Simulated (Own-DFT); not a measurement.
Simulation results for Al3GaAs4 (zincblende random alloy, strained, atoms displaced)

A calculation, not a measurement: plane-wave density functional theory by an unreviewed code, no spin, of a simulated periodic cell, stress positive in tension, run twice, with PBE and with PBEsol, both on files made for PBE, so the change isn't that of files made for PBEsol, forces on such cells passed a denser k mesh, this cell's mesh not checked; the far tail of each file's local potential was reset to the Coulomb form; each entry is a single point on an unrelaxed cell, so the pressure reflects the starting lattice, mostly measured values (interpolated for alloys), from which strain is counted, and rises with the displacements; printed positions are rounded, which can move forces by about a meV/angstrom; the program, named Own-DFT, is a retired in-house code; no spin-orbit coupling; stress was not checked against mesh or cutoff. Program: Own-DFT development build.

## Al3GaAs4 (zincblende random alloy, strained, atoms displaced)

```
cell vectors (Å)
  11.2069    -0.1064     0.0591
  -0.1064    11.1140     0.0665
   0.0591     0.0665    11.2397
atoms (fractions of the cell vectors)
Al  0.01170  0.99896  0.99617
Al  0.00545  0.24828  0.25065
Ga  0.25220  0.99764  0.24375
Al  0.25014  0.25086  0.99299
As  0.12945  0.12638  0.12232
As  0.13284  0.37398  0.37440
As  0.37701  0.12836  0.37058
As  0.36722  0.37105  0.12742
Al  0.99840  0.00630  0.49770
Ga  0.00282  0.25322  0.75354
Al  0.26480  0.00523  0.74180
Al  0.25493  0.24170  0.49940
As  0.12362  0.11374  0.62523
As  0.12679  0.38284  0.87563
As  0.36811  0.12531  0.86663
As  0.37666  0.37533  0.61848
Ga  0.99732  0.49896  0.00336
Ga  0.99395  0.75263  0.25696
Ga  0.25268  0.49688  0.24611
Al  0.24910  0.76288  0.99866
As  0.12901  0.62623  0.12688
As  0.12400  0.87764  0.37340
As  0.37218  0.62865  0.39002
As  0.37727  0.88012  0.12844
Ga  0.00718  0.50675  0.50822
Al  0.99520  0.74634  0.74199
Al  0.25324  0.49726  0.75559
Al  0.24740  0.74522  0.49234
As  0.13345  0.62645  0.62180
As  0.12680  0.87701  0.87366
As  0.37949  0.62142  0.87764
As  0.38067  0.86649  0.62798
Al  0.49869  0.00411  0.99914
Ga  0.49624  0.24843  0.24915
Al  0.75392  0.99705  0.24068
Al  0.74761  0.25305  0.00181
As  0.61808  0.13212  0.12791
As  0.63161  0.37376  0.37611
As  0.88040  0.12133  0.37831
As  0.87929  0.38002  0.12638
Al  0.49398  0.00289  0.50467
Al  0.50200  0.25196  0.74433
Al  0.74402  0.98971  0.74530
Al  0.75602  0.25260  0.49297
As  0.62581  0.12065  0.63599
As  0.62471  0.36418  0.87548
As  0.87945  0.13113  0.87635
As  0.87556  0.37796  0.62190
Al  0.49501  0.49775  0.99356
Ga  0.49892  0.75360  0.25190
Al  0.75063  0.49398  0.25343
Al  0.74589  0.74560  0.00379
As  0.61506  0.62767  0.13234
As  0.62132  0.87371  0.37532
As  0.86901  0.62736  0.37431
As  0.87096  0.86955  0.12295
Al  0.50105  0.50004  0.50002
Al  0.50057  0.75614  0.74967
Al  0.75239  0.49565  0.74221
Al  0.75085  0.75742  0.50785
As  0.62760  0.62546  0.63184
As  0.63224  0.87752  0.87482
As  0.88211  0.62736  0.87464
As  0.87587  0.87196  0.62155
```

```
functional                                        : PBE, then PBEsol
potential files                                   : PseudoDojo norm-conserving, scalar-relativistic, standard set
wave cutoff                                       : 42 hartree
occupations                                       : Fermi-Dirac
smearing width                                    : 0.1 eV
k mesh                                            : 3 x 3 x 3 centred on Gamma
PBE pressure                                      : 6.37 GPa
PBE stress xx                                     : -6.27 GPa
PBE stress yy                                     : -6.71 GPa
PBE stress zz                                     : -6.11 GPa
PBE stress yz                                     : 1.14 GPa
PBE stress xz                                     : 0.89 GPa
PBE stress xy                                     : -0.93 GPa
PBEsol pressure                                   : 4.07 GPa
PBEsol stress xx                                  : -3.97 GPa
PBEsol stress yy                                  : -4.41 GPa
PBEsol stress zz                                  : -3.82 GPa
PBEsol stress yz                                  : 1.11 GPa
PBEsol stress xz                                  : 0.86 GPa
PBEsol stress xy                                  : -0.9 GPa
rms change of force components from PBE to PBEsol : 0.044 eV/Å
```

Force:
```
force element  PBE force x (eV/Å)  PBE force y (eV/Å)  PBE force z (eV/Å)  PBEsol force x (eV/Å)  PBEsol force y (eV/Å)  PBEsol force z (eV/Å)
           Al              -1.244                0.29               0.359                 -1.218                  0.284                  0.355
           Al                0.04               0.337              -0.066                  0.045                  0.335                 -0.065
           Ga              -0.291                0.71               0.575                 -0.279                  0.686                  0.552
           Al              -0.115               0.088                0.04                 -0.115                  0.081                  0.044
           As              -0.282              -0.123                0.19                 -0.211                  -0.18                  0.244
           As              -0.736              -0.177               0.755                 -0.693                 -0.063                  0.718
           As              -0.514              -1.228               0.736                 -0.484                 -1.184                  0.586
           As               1.028               -0.03              -0.773                  0.999                 -0.017                 -0.632
           Al               0.559              -1.222               0.215                  0.548                 -1.202                   0.21
           Ga               0.253               0.136              -0.722                  0.228                  0.127                 -0.677
           Al              -1.443              -1.465              -0.228                 -1.424                 -1.442                 -0.222
           Al              -0.692               0.417               0.036                 -0.683                  0.418                  0.033
           As               0.359               1.161               0.352                  0.311                  1.182                  0.393
           As              -0.535              -0.784               0.436                 -0.645                 -0.775                  0.437
           As               1.354               0.773               1.154                  1.331                  0.764                  1.133
           As              -0.423              -0.377               0.833                 -0.417                 -0.371                  0.815
           Ga               0.961               1.025              -0.426                  0.928                  0.989                 -0.406
           Ga               0.587              -0.278               -0.84                  0.561                 -0.277                 -0.806
           Ga              -0.038               1.041                0.68                  -0.06                  0.986                  0.665
           Al               0.416              -1.147               0.215                  0.406                 -1.129                  0.213
           As              -0.421               0.457              -0.003                 -0.453                  0.377                  0.043
           As                0.03               0.118                0.38                  0.025                  0.117                  0.254
           As               1.034              -1.197              -2.234                   1.03                 -1.174                 -2.293
           As                0.21              -0.637              -0.627                  0.192                 -0.613                 -0.483
           Ga              -0.457              -0.436              -1.538                 -0.441                 -0.425                 -1.478
           Al               1.277               0.416               0.272                  1.259                  0.407                  0.265
           Al               0.604               0.657              -1.113                  0.594                   0.65                 -1.101
           Al              -0.329               1.843               0.717                 -0.329                  1.816                  0.699
           As              -0.266              -0.052               1.497                 -0.332                 -0.124                    1.4
           As               0.149               -0.14              -1.448                   0.15                 -0.134                 -1.427
           As              -0.862               1.322              -0.373                  -0.85                  1.298                 -0.368
           As              -1.289                0.46              -1.022                 -1.266                  0.447                 -1.007
           Al               0.252               0.208              -0.545                  0.247                  0.208                 -0.533
           Ga               0.479               1.198               0.034                  0.451                  1.136                   0.03
           Al              -0.695               0.438               0.825                 -0.686                  0.427                  0.817
           Al               0.836              -0.278               0.208                  0.825                 -0.267                  0.202
           As               0.881              -0.905              -0.349                  0.788                 -0.818                 -0.272
           As              -1.451              -0.298               0.155                 -1.475                  -0.34                  0.108
           As               -1.05               0.473              -1.218                 -1.032                  0.465                 -1.195
           As              -0.787              -1.237               0.547                 -0.697                 -1.141                  0.456
           Al               0.796               0.012              -0.536                  0.785                  0.009                 -0.533
           Al              -0.437              -0.052               0.155                  -0.43                 -0.051                  0.152
           Al               1.908               1.213               0.107                  1.881                  1.196                  0.099
           Al              -0.224              -0.798               0.969                 -0.218                 -0.789                  0.951
           As               0.089               0.595               -1.66                  0.084                  0.582                 -1.621
           As              -0.083               1.347              -0.247                 -0.083                  1.313                 -0.246
           As               -0.81              -1.234                0.24                 -0.726                 -1.142                  0.166
           As                0.52              -0.732                0.01                  0.629                 -0.702                 -0.001
           Al               0.907              -0.584               1.072                  0.892                 -0.574                  1.059
           Ga              -0.603              -0.216               0.546                 -0.572                 -0.205                  0.536
           Al               0.141               1.206               -0.85                  0.143                   1.19                 -0.842
           Al               0.143               -0.29              -0.461                  0.142                 -0.288                 -0.448
           As               0.545              -1.312              -0.608                  0.467                 -1.212                 -0.525
           As                0.55               0.889               0.489                  0.473                  0.807                  0.411
           As               0.079              -0.421               1.149                   0.19                  -0.38                  1.114
           As               0.956               0.512              -0.486                  0.995                  0.446                 -0.421
           Al               0.869               0.437              -0.064                  0.854                   0.43                 -0.068
           Al                0.86              -1.023                 0.9                  0.848                  -1.01                  0.884
           Al              -0.093               0.338               1.363                  -0.09                  0.334                  1.345
           Al              -0.809               -1.03              -1.354                 -0.796                 -1.016                 -1.336
           As              -0.478               0.044              -0.436                 -0.469                  0.047                 -0.428
           As              -1.345               -0.76               1.254                 -1.321                 -0.747                  1.233
           As              -1.332              -0.712                0.27                 -1.252                 -0.759                  0.327
           As               0.459               1.014               0.495                  0.451                  0.997                  0.486
```
